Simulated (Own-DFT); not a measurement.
# Response to strain: wurtzite AlGaN with randomly placed atoms, 72 atoms (Al27Ga9N36)

Calculated results; nothing here was measured. They come from Own-DFT, an in-house plane-wave density functional program, since retired, whose code no person has reviewed. Each row is one single-point run on a periodic cell that was not relaxed, without spin or spin-orbit coupling.

Settings of every run: PBE; PseudoDojo norm-conserving scalar-relativistic files (stringent for Ga); cutoff 96 hartree; 4 x 4 x 3 k mesh centred on Gamma; Gaussian smearing of 0.01 eV.

Known limits: forces on such cells passed a denser k mesh, each cell not checked; stress not checked against mesh or cutoff.

Unstrained cell vectors in Å: (9.394, 0.000, 0.000); (-4.697, 8.135, 0.000); (0.000, 0.000, 10.066). The unstrained cell has measured lattice constants (interpolated for alloys), not those of this functional. That, the random moves and any unrelaxed bonds set the pressure at no strain. Each run strains this cell uniformly, with the atoms carried along. Every atom was also moved at random, by a Gaussian of width 0.05 Å on each axis. The random placing of the alloy's atoms differs from row to row. Strain is the symmetric tensor, in per cent. Stress is positive in tension, and the pressure is minus a third of its trace.

```
run,e_xx (%),e_yy (%),e_zz (%),s_xx (GPa),s_yy (GPa),s_zz (GPa),P (GPa),E (meV/atom)
1,0.00,0.00,0.75,-5.59,-5.59,-3.72,4.97,21.2
2,0.00,0.00,-1.00,-7.07,-5.20,-12.17,8.14,12.4
3,0.00,0.00,-0.25,-6.35,-8.52,-6.15,7.00,19.2
4,0.00,0.00,1.25,-5.94,-4.73,0.29,3.46,0.0
5,0.00,0.00,3.00,-4.56,-5.64,6.59,1.20,24.9
6,0.00,0.00,-0.50,-6.74,-7.42,-9.68,7.95,36.0
7,0.00,0.00,-1.50,-8.27,-7.96,-13.55,9.93,42.1
8,0.00,0.00,-1.25,-7.42,-8.62,-12.11,9.38,39.4
9,0.00,0.00,2.75,?,?,?,?,?
```

E is the free energy for each atom above the lowest run shown.

## Worked fit

The change of volume is close to e_xx + e_yy + e_zz. A straight line through the runs shown gives P = 6.63 - 198 x (fractional change of volume) GPa, with an error of 12 on the slope and a scatter of 0.47 GPa. The strain isn't the same on all axes and the cell isn't cubic, so the slope belongs to this path and is not the bulk modulus.

## Withheld run

Question: what pressure should run 9 give? Its volume changes by 2.75 %.

The line gives 1.2 GPa. The calculation gave 1.53 GPa.
